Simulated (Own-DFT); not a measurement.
## Calculated data, Hf32O63 (monoclinic hafnia with one vacancy, atoms displaced)

All values are calculated (Own-DFT development build). A calculation, not a measurement: plane-wave density functional theory by an unreviewed code, no spin, of a simulated periodic cell, stress positive in tension, run twice, with PBE and with PBEsol, both on files made for PBE, so the change isn't that of files made for PBEsol, defect cell not probed for a lower state with spin; hafnium file: forces about 75 meV/angstrom off all-electron values; oxygen file: force components 24 meV/angstrom off all-electron in one glass; forces on such cells passed a denser k mesh, this cell's mesh not checked; the far tail of each file's local potential was reset to the Coulomb form; each entry is a single point on an unrelaxed cell, so the pressure reflects the starting lattice, mostly measured values (interpolated for alloys), from which strain is counted, and rises with the displacements; printed positions are rounded, which can move forces by about a meV/angstrom; the program, named Own-DFT, is a retired in-house code; no spin-orbit coupling; stress was not checked against mesh or cutoff.

Common to all runs: functional PBE, then PBEsol; potential files PseudoDojo norm-conserving, scalar-relativistic, standard set; wave cutoff 72 hartree; occupations Fermi-Dirac; smearing width 0.1 eV; k mesh 2 x 2 x 2 centred on Gamma.

(1) 
```xyz
95
Lattice="10.2340 0.0000 0.0000 0.0000 10.3500 0.0000 -1.6955 0.0000 10.4453" Properties=species:S:1:pos:R:3:PBE_force_x:R:1:PBE_force_y:R:1:PBE_force_z:R:1:PBEsol_force_x:R:1:PBEsol_force_y:R:1:PBEsol_force_z:R:1 formula=Hf32O63 PBE_pressure=3.98 PBE_stress_xx=-4.16 PBE_stress_yy=-3.72 PBE_stress_zz=-4.06 PBE_stress_yz=0.31 PBE_stress_xz=0.42 PBE_stress_xy=-0.44 PBEsol_pressure=-2.4 PBEsol_stress_xx=2.26 PBEsol_stress_yy=2.61 PBEsol_stress_zz=2.34 PBEsol_stress_yz=0.28 PBEsol_stress_xz=0.74 PBEsol_stress_xy=-0.42 rms_change_of_force_components_from_PBE_to_PBEsol=0.044
Hf     1.2119     0.2121     1.0957      1.371      0.251      0.329      1.357        0.3       0.29
Hf     3.4325     2.8800     1.5455      0.699     -2.229     -0.853      0.748     -2.183     -0.708
Hf     2.9832     4.9583     4.1266      1.412      0.352      0.307      1.367       0.29      0.327
Hf     0.8199     2.3780     3.6751      0.515     -0.515      0.766      0.502     -0.551      0.716
O      0.1181     1.7370     1.8361     -0.821     -0.159     -0.385     -0.784     -0.139     -0.321
O      4.5842     4.3096     0.7880      0.622      0.306      0.338      0.591      0.309      0.283
O      4.1955     3.4654     3.4225     -0.157      0.257      0.074     -0.168      0.236      0.018
O     -0.2948     0.8948     4.4443     -1.055     -0.422     -0.481     -1.014     -0.429     -0.414
O      1.8851     3.8814     2.5259     -0.307       0.73     -0.727     -0.229      0.702     -0.705
O      2.8091     1.3283     0.0959     -0.533      1.168      0.561     -0.588      1.122      0.551
O      2.4140     1.2232     2.7221     -0.219      0.133      0.015     -0.284      0.135      0.026
O      1.4761     3.8682     5.1014     -0.391     -0.105       0.23     -0.308      -0.09      0.221
Hf     0.3654     0.2026     6.3030      0.435      0.043      0.435      0.429      0.095      0.387
Hf     2.5754     2.8298     6.7687      0.587     -1.039     -0.007      0.572     -0.962      0.019
Hf     2.2485     4.9444     9.3884     -1.304      0.186     -0.842     -1.148      0.196     -0.851
Hf    -0.0714     2.4031     8.9026      1.753     -1.339      0.476      1.658     -1.458      0.332
O     -0.7872     1.6989     6.9973     -0.389      0.623      0.429     -0.366      0.622      0.471
O      3.7709     4.3019     6.0457     -0.347     -0.186      0.014     -0.343     -0.172     -0.031
O      3.3338     3.4460     8.6434      0.854     -0.299     -0.035      0.812     -0.291     -0.084
O     -1.2108     0.8733     9.7159     -0.429     -0.081     -0.599     -0.414     -0.101     -0.529
O      1.0531     3.9232     7.7406     -0.555     -0.054      0.177     -0.473     -0.062      0.159
O      1.9576     1.3180     5.3389      0.273      0.547      0.185      0.209      0.519      0.174
O      1.5510     1.2212     7.9718     -0.444      0.605     -0.636     -0.491      0.593     -0.615
Hf     1.2220     5.3602     1.0560       0.28      0.755     -0.057      0.202      0.892      -0.01
Hf     3.4319     7.9773     1.5174       0.37      0.336      0.081      0.348       0.37      0.104
Hf     3.0175    10.1674     4.1654      0.112     -0.426      0.012      0.093     -0.449      0.042
Hf     0.8379     7.5416     3.7170     -0.485      0.675     -0.398     -0.472      0.622      -0.41
O      0.0374     6.8511     1.8400      0.574     -0.321      -0.31      0.575     -0.289     -0.265
O      4.6004     9.5289     0.8031      0.187     -0.778      0.626      0.173     -0.745      0.551
O      4.1824     8.6082     3.4476     -0.058      0.048     -0.147     -0.058       0.03     -0.194
O     -0.3933     6.1274     4.4182      0.295     -0.859      0.576      0.298     -0.859       0.59
O      1.8370     9.0659     2.5330      0.319        0.1      -0.42      0.372      0.084     -0.411
O      2.7980     6.5087     0.0687      0.141      0.123      0.463      0.075       0.12      0.461
O      2.3952     6.3910     2.6615     -0.153     -0.019      0.328     -0.212     -0.016      0.322
O      1.4567     9.0236     5.1455     -0.064     -0.144     -0.267      0.003     -0.136     -0.259
Hf     0.3824     5.3820     6.3254     -0.416      0.526     -0.063     -0.402      0.567     -0.069
Hf     2.5985     7.9683     6.7395      0.535      0.145      0.348      0.516      0.197      0.361
Hf     2.2069    10.1193     9.3468      0.018      1.247      0.295      0.013      1.181      0.317
Hf    -0.0139     7.5901     8.9140      0.433      -0.65      -0.03       0.42      -0.69     -0.072
O     -0.7593     6.8749     7.0817     -0.317      0.048     -0.817     -0.299      0.062     -0.746
O      3.7645     9.4941     6.0754      0.259      0.183     -0.333      0.236       0.19     -0.376
O      3.3636     8.6438     8.6561      0.252     -0.622     -0.088      0.241     -0.616     -0.133
O     -1.1910     6.0975     9.6355     -0.857     -1.198      0.697     -0.825     -1.181      0.735
O      1.0430     9.0949     7.7323      -0.11     -0.209     -0.058     -0.044     -0.218     -0.055
O      1.9871     6.5492     5.2795     -0.169     -0.575       0.24     -0.229     -0.562      0.229
O      1.4853     6.4173     7.8936      0.844     -0.052       0.33      0.749      -0.04      0.312
O      0.6348     9.0733    10.3639     -0.585     -0.777      -0.12     -0.503     -0.752     -0.113
Hf     6.3634     0.2063     1.0958     -0.608       0.24     -0.135     -0.584      0.277     -0.148
Hf     8.5676     2.7959     1.5466      -0.81     -0.728       0.12       -0.8      -0.65       0.15
Hf     8.2066     4.9666     4.0818     -1.531      0.666      0.728     -1.514      0.629      0.738
Hf     5.8946     2.3623     3.7073      0.657      0.506     -0.722      0.644       0.45     -0.735
O      5.2303     1.7200     1.7956     -0.802       0.66      0.229     -0.761       0.65      0.281
O      9.7513     4.2200     0.8123      0.807      0.865     -0.411      0.774      0.865     -0.441
O      9.3550     3.4706     3.4121      0.227     -0.221     -0.089      0.216     -0.233     -0.143
O      4.7561     0.9040     4.4268      -0.68     -0.763      0.154     -0.651     -0.753      0.204
O      7.0188     3.8637     2.5066      0.083      0.743     -0.465      0.163      0.709     -0.447
O      7.9233     1.2909     0.0739      0.522      0.747      0.318      0.451      0.716      0.301
O      7.4941     1.2324     2.7233      0.521      0.494      0.122      0.442      0.486      0.117
O      6.5444     3.8869     5.0789      0.344     -0.784      0.484      0.383     -0.755      0.484
Hf     5.5068     0.2653     6.3057     -0.159     -1.332      0.442     -0.154     -1.232      0.402
Hf     7.6804     2.8314     6.7528      0.706     -0.687     -0.742      0.687     -0.642     -0.694
Hf     7.3008     4.9268     9.4034      0.389       1.18     -0.847      0.353      1.112     -0.807
Hf     5.1526     2.3897     8.9127     -1.639     -0.982       0.28      -1.59     -1.003       0.25
O      4.3533     1.7163     7.0098     -0.338      0.792      0.359     -0.309      0.777      0.394
O      8.8617     4.3004     6.0613      0.734      0.333      -0.24      0.709      0.338     -0.273
O      8.4908     3.3957     8.6444     -1.119      1.063       0.22     -1.095      1.011      0.158
O      3.8949     0.9173     9.6309      0.429     -0.061     -0.133      0.428      -0.08     -0.088
O      6.1385     3.9285     7.7745      0.353     -0.367     -0.152      0.408     -0.379     -0.145
O      7.0392     1.3216     5.3470      0.551      0.785      -0.23      0.468      0.755     -0.216
O      6.7014     1.2581     7.9005     -0.188     -0.123      0.735     -0.252     -0.096      0.712
O      5.7417     3.8649    10.3354     -0.064     -0.435      0.091      0.015     -0.424       0.07
Hf     6.3485     5.4714     1.0620       0.49     -1.242      0.817      0.474     -1.146      0.766
Hf     8.6473     8.0110     1.4931     -2.358     -1.768      1.893     -2.309     -1.681      1.876
Hf     8.1617    10.1658     4.1624     -0.124       -0.7      -0.67     -0.131     -0.745     -0.627
Hf     5.9127     7.5631     3.7324      0.782      -0.58      0.139      0.761     -0.613      0.113
O      5.1616     6.8321     1.8262      -0.67      1.043      0.234     -0.637      1.028      0.259
O      9.6854     9.4261     0.8072      2.418      2.158     -0.715      2.342      2.121     -0.749
O      9.3083     8.6437     3.4179      0.522      0.041      0.016        0.5      0.025     -0.035
O      4.8030     5.9919     4.4828     -0.657      0.544     -0.912     -0.629      0.514     -0.835
O      7.0194     9.1395     2.5002     -0.216     -0.778      0.358     -0.145     -0.747      0.342
O      7.9320     6.5220     0.1073      0.198     -0.185     -0.394       0.13      -0.19     -0.381
O      7.5301     6.4151     2.6942     -0.509      0.043      0.073     -0.553      0.029      0.077
O      6.6051     9.0242     5.1503     -0.652     -0.321     -0.365     -0.569     -0.305     -0.364
Hf     5.4991     5.3226     6.3174      0.466      1.628     -0.304       0.46      1.631     -0.342
Hf     7.7347     7.9589     6.7880     -0.379     -0.594     -1.236     -0.374     -0.549     -1.166
Hf     7.3276    10.1372     9.4041     -0.673     -0.292     -1.208      -0.68     -0.324     -1.136
Hf     5.1038     7.5908     8.9142      0.022     -0.367     -0.269      0.023     -0.383     -0.295
O      4.3598     6.9040     7.0604     -0.165     -0.161     -0.237     -0.157     -0.136     -0.178
O      8.8475     9.4981     5.9879      0.975      0.038      0.829      0.947      0.065      0.753
O      8.4859     8.5784     8.5805     -0.165      1.351      1.357     -0.164      1.282      1.267
O      3.9144     6.0447     9.6434      0.327      0.385       0.08      0.319      0.348      0.148
O      6.1472     9.0725     7.8018      0.194      0.622     -0.508       0.25      0.584     -0.479
O      7.1483     6.4528     5.3319     -0.473      0.641     -0.006     -0.518      0.614     -0.005
O      6.7375     6.4000     7.9060     -0.672     -0.252      0.833     -0.705     -0.235      0.811
O      5.7284     9.0253    10.3805     -0.041     -0.171     -0.585      0.033     -0.156     -0.572
```

Units: PBE_pressure, PBE_stress_xx, PBE_stress_yy, PBE_stress_zz, PBE_stress_yz, PBE_stress_xz, PBE_stress_xy, PBEsol_pressure, PBEsol_stress_xx, PBEsol_stress_yy, PBEsol_stress_zz, PBEsol_stress_yz, PBEsol_stress_xz, PBEsol_stress_xy in GPa; rms_change_of_force_components_from_PBE_to_PBEsol, PBE_force_x, PBE_force_y, PBE_force_z, PBEsol_force_x, PBEsol_force_y, PBEsol_force_z in eV/Å.

(2) 
```xyz
95
Lattice="10.2340 0.0000 0.0000 0.0000 10.3500 0.0000 -1.6955 0.0000 10.4453" Properties=species:S:1:pos:R:3:PBE_force_x:R:1:PBE_force_y:R:1:PBE_force_z:R:1:PBEsol_force_x:R:1:PBEsol_force_y:R:1:PBEsol_force_z:R:1 formula=Hf32O63 PBE_pressure=4.22 PBE_stress_xx=-4.71 PBE_stress_yy=-3.91 PBE_stress_zz=-4.05 PBE_stress_yz=-0.03 PBE_stress_xz=-0.3 PBE_stress_xy=0.23 PBEsol_pressure=-2.16 PBEsol_stress_xx=1.71 PBEsol_stress_yy=2.42 PBEsol_stress_zz=2.35 PBEsol_stress_yz=-0.02 PBEsol_stress_xz=0.04 PBEsol_stress_xy=0.21 rms_change_of_force_components_from_PBE_to_PBEsol=0.047
Hf     1.2334     0.2734     1.0843      0.173     -1.487      0.777      0.089     -1.483       0.64
Hf     3.4502     2.7991     1.5001      0.322     -0.104      0.463      0.373       0.05      0.401
Hf     3.0378     4.9529     4.1474     -0.598     -0.089     -0.163     -0.575     -0.133     -0.126
Hf     0.7886     2.3634     3.6528      0.318      0.328      1.868      0.192      0.333      1.878
O      0.0491     1.7173     1.8908      0.238     -0.549     -1.394      0.239     -0.513     -1.319
O      4.6060     4.3115     0.8253      0.096     -0.106     -0.078      0.079     -0.094     -0.124
O      4.1763     3.4370     3.4006      0.538     -0.462      -0.03      0.523     -0.453     -0.083
O     -0.3164     0.8505     4.4511     -0.923     -0.271     -0.739     -0.889     -0.273      -0.67
O      1.9062     3.9159     2.4878     -0.193     -0.048      0.175     -0.123     -0.046      0.157
O      2.8232     1.3633     0.0868     -0.407       0.06      0.503     -0.461      0.056      0.489
O      1.4489     3.8325     5.1087      0.319      0.039     -0.035      0.381      0.045     -0.033
Hf     0.3918     0.1984     6.3010      0.124      -0.08     -0.361      0.135     -0.009      -0.39
Hf     2.6047     2.8343     6.7747     -0.865      -0.38     -1.231     -0.851     -0.322      -1.17
Hf     2.1973     4.9487     9.3683     -0.427      1.713     -0.189     -0.418      1.633     -0.157
Hf    -0.0504     2.3398     8.9146     -0.115      1.728     -0.692     -0.096      1.623     -0.697
O     -0.7836     1.6910     6.9471      0.015      0.202      1.106      0.019      0.202      1.123
O      3.7963     4.2874     5.9735     -0.165     -0.269      0.754     -0.169      -0.24      0.689
O      3.3375     3.4972     8.6391      0.557     -0.624     -0.066      0.534     -0.624     -0.115
O     -1.1974     0.8809     9.6113      -0.16     -0.142      0.157     -0.144     -0.146      0.201
O      1.0148     3.9550     7.7009      0.123     -0.614      0.637      0.196     -0.605      0.613
O      1.8744     1.3230     5.2992      1.339      0.342      0.107      1.226       0.32      0.104
O      1.5170     1.3036     7.9444      0.127     -0.173      0.183      0.051     -0.158      0.182
O      0.5864     3.8646    10.3869      0.171     -0.684     -0.936      0.236     -0.658     -0.893
Hf     1.2670     5.3845     1.1044     -1.209      0.204     -0.401     -1.157      0.232     -0.423
Hf     3.4861     7.9352     1.5089     -0.552      0.501      0.115     -0.539      0.534       0.14
Hf     3.0445    10.1554     4.1077     -1.376     -0.444       0.03       -1.3     -0.609      0.162
Hf     0.8404     7.5102     3.6829     -0.812      0.966      -0.03     -0.779      0.894     -0.043
O      0.0283     6.9170     1.7875      0.733     -0.437      0.177      0.725     -0.412      0.232
O      4.5558     9.4680     0.8221      1.351      0.824      0.182      1.307      0.812      0.116
O      4.1617     8.6428     3.3928      1.189     -0.599      0.551      1.143     -0.591      0.486
O     -0.3406     6.0453     4.4467     -0.742      -0.06     -0.817     -0.709     -0.073     -0.745
O      1.9064     9.1069     2.5245     -0.355      0.905     -0.624     -0.278      0.876     -0.603
O      2.8033     6.4737     0.1306     -0.091       0.32     -0.388     -0.152      0.304     -0.363
O      2.4171     6.4574     2.6996     -0.434     -0.599      0.421      -0.49     -0.575      0.407
O      1.4851     8.9973     5.1062     -0.539     -0.147     -0.337     -0.454     -0.139     -0.322
Hf     0.3691     5.4169     6.2943     -0.021     -0.922       0.37     -0.003     -0.842      0.338
Hf     2.6079     8.0411     6.7080     -0.432     -1.901      1.228     -0.435     -1.787      1.223
Hf     2.1935    10.1687     9.4050      0.535     -0.679     -0.927      0.523     -0.731     -0.873
Hf    -0.0488     7.5778     8.9456      0.454     -0.928     -0.421      0.451     -0.974     -0.447
O     -0.7561     6.8922     7.0255     -0.709      0.822      0.362     -0.684      0.814      0.401
O      3.6892     9.4854     6.0608       2.13      1.786     -0.568      2.054      1.741     -0.613
O      3.3219     8.6477     8.6741      0.651     -0.319     -0.258      0.623      -0.31     -0.307
O     -1.2196     6.0214     9.6036      0.658      0.624      0.183      0.651      0.605      0.224
O      1.1001     9.1372     7.7129     -0.953     -0.132       0.25      -0.86     -0.133      0.232
O      1.9179     6.4783     5.3317      0.776      0.449     -0.263      0.681      0.434     -0.265
O      1.5116     6.4208     7.9176      0.144      0.237       0.84      0.062      0.228       0.82
O      0.6845     9.0313    10.3477     -1.251     -0.297     -0.432     -1.148     -0.284     -0.427
Hf     6.3536     0.1617     1.0801      0.296      0.447      0.382      0.304      0.498      0.339
Hf     8.5856     2.8021     1.5192     -0.463      0.068      0.108     -0.458      0.116      0.136
Hf     8.1277     4.9751     4.1319       0.41     -0.295      0.813      0.404      -0.34      0.819
Hf     5.9238     2.3823     3.6775      0.392     -0.254      -0.12      0.404       -0.3     -0.138
O      5.2382     1.7056     1.7460     -1.025      0.795       0.74      -0.99      0.785       0.77
O      9.7397     4.2855     0.8001      0.687      0.258      0.185      0.653      0.259      0.135
O      9.2640     3.4644     3.4426      0.732     -0.363     -0.328      0.705     -0.366     -0.377
O      4.7537     0.8154     4.4177      0.512      0.807     -0.292      0.509      0.765     -0.218
O      7.0369     3.9370     2.5027     -0.755     -0.613      0.443     -0.678     -0.601      0.426
O      7.9094     1.3119     0.1636      0.527       0.21     -0.837      0.452      0.201     -0.804
O      7.5263     1.2570     2.7227      -0.36      0.008      0.127     -0.414      0.015      0.129
O      6.5788     3.7851     5.2227     -0.652      0.366     -1.577     -0.574      0.361     -1.532
Hf     5.5314     0.2460     6.2652     -0.545     -0.704      0.648     -0.521     -0.636        0.6
Hf     7.7356     2.7370     6.7350     -0.084      1.353     -0.162     -0.099      1.376      -0.14
Hf     7.2904     4.9586     9.3329     -0.102      0.555      0.526     -0.114      0.488      0.536
Hf     5.0645     2.4289     8.9095      0.538     -0.864       0.59      0.542     -0.874      0.535
O      4.3380     1.7519     7.0276      -0.25     -0.172     -0.153     -0.232      -0.14     -0.097
O      8.8442     4.2725     5.9992      0.863       0.61       0.37      0.825      0.606      0.305
O      8.3605     3.4323     8.6309      2.027     -1.152      0.149      1.959     -1.131      0.091
O      3.9532     0.8382     9.7030     -0.396       0.57     -1.174     -0.388      0.532      -1.08
O      6.1737     3.9009     7.7603     -1.007      0.391     -0.391     -0.928      0.369     -0.374
O      7.0895     1.3689     5.2557      -0.54     -0.734      0.565     -0.595     -0.721      0.559
O      6.6185     1.2911     7.8962      0.167     -1.051      0.486      0.108     -1.006      0.458
O      5.7753     3.8552    10.3332     -0.888     -0.522      0.143     -0.805       -0.5      0.136
Hf     6.3431     5.3291     1.1233      0.533      1.521     -1.007      0.532      1.541     -1.019
Hf     8.5218     7.9802     1.5267      0.859     -0.434     -0.376      0.823     -0.385     -0.336
Hf     8.1660    10.1376     4.1522      0.117      0.227     -0.793      0.113      0.162     -0.748
Hf     5.9357     7.5634     3.7049      -0.35     -0.356       0.02     -0.328     -0.396     -0.008
O      5.1934     6.8993     1.7905      0.329     -0.125      0.447      0.318     -0.108      0.485
O      9.7669     9.5098     0.7935     -0.119     -0.087     -0.111     -0.123      -0.05     -0.165
O      9.2459     8.6252     3.4364      1.281     -0.732     -0.126      1.224     -0.713     -0.174
O      4.7487     5.9939     4.4141      0.622      0.744     -0.301      0.606      0.706      -0.24
O      7.0413     9.0974     2.4872     -1.046     -0.185      0.542     -0.954     -0.194      0.519
O      7.8995     6.4766     0.0939      0.384      0.438      0.439      0.312      0.423      0.428
O      7.5139     6.4124     2.7137     -0.413      0.407      0.094     -0.465      0.404      0.094
O      6.5921     9.0128     5.1344      -0.79      0.065     -0.471     -0.705      0.072     -0.459
Hf     5.4975     5.3461     6.3225      0.443      0.606      0.043      0.439      0.634      0.009
Hf     7.7405     7.9716     6.7639     -0.434     -0.778     -1.031     -0.439     -0.699     -0.981
Hf     7.3349    10.1441     9.3422     -1.287      0.178      0.698     -1.244      0.119      0.719
Hf     5.1173     7.5763     8.8680     -1.033     -0.625      1.125     -0.995     -0.661      1.067
O      4.3654     6.9039     7.0346     -0.619     -0.012     -0.471      -0.58      0.006     -0.403
O      8.8204     9.4644     5.9905      1.398      0.613      0.803      1.344      0.611      0.727
O      8.4212     8.6575     8.5941      1.394     -0.364      0.713      1.341     -0.368      0.646
O      3.9606     6.0514     9.6929     -1.112     -0.518      -0.69     -1.078     -0.535     -0.621
O      6.1717     9.0344     7.6990     -0.477      1.412      0.019     -0.398      1.352      0.023
O      7.0668     6.4979     5.3248     -0.201      0.044     -0.005     -0.257      0.036     -0.012
O      6.6446     6.4425     7.9407      0.378     -0.485      -0.13      0.304     -0.464     -0.121
O      5.7303     8.9955    10.3724      0.306      0.228     -0.727      0.359      0.231     -0.696
```

Units: PBE_pressure, PBE_stress_xx, PBE_stress_yy, PBE_stress_zz, PBE_stress_yz, PBE_stress_xz, PBE_stress_xy, PBEsol_pressure, PBEsol_stress_xx, PBEsol_stress_yy, PBEsol_stress_zz, PBEsol_stress_yz, PBEsol_stress_xz, PBEsol_stress_xy in GPa; rms_change_of_force_components_from_PBE_to_PBEsol, PBE_force_x, PBE_force_y, PBE_force_z, PBEsol_force_x, PBEsol_force_y, PBEsol_force_z in eV/Å.
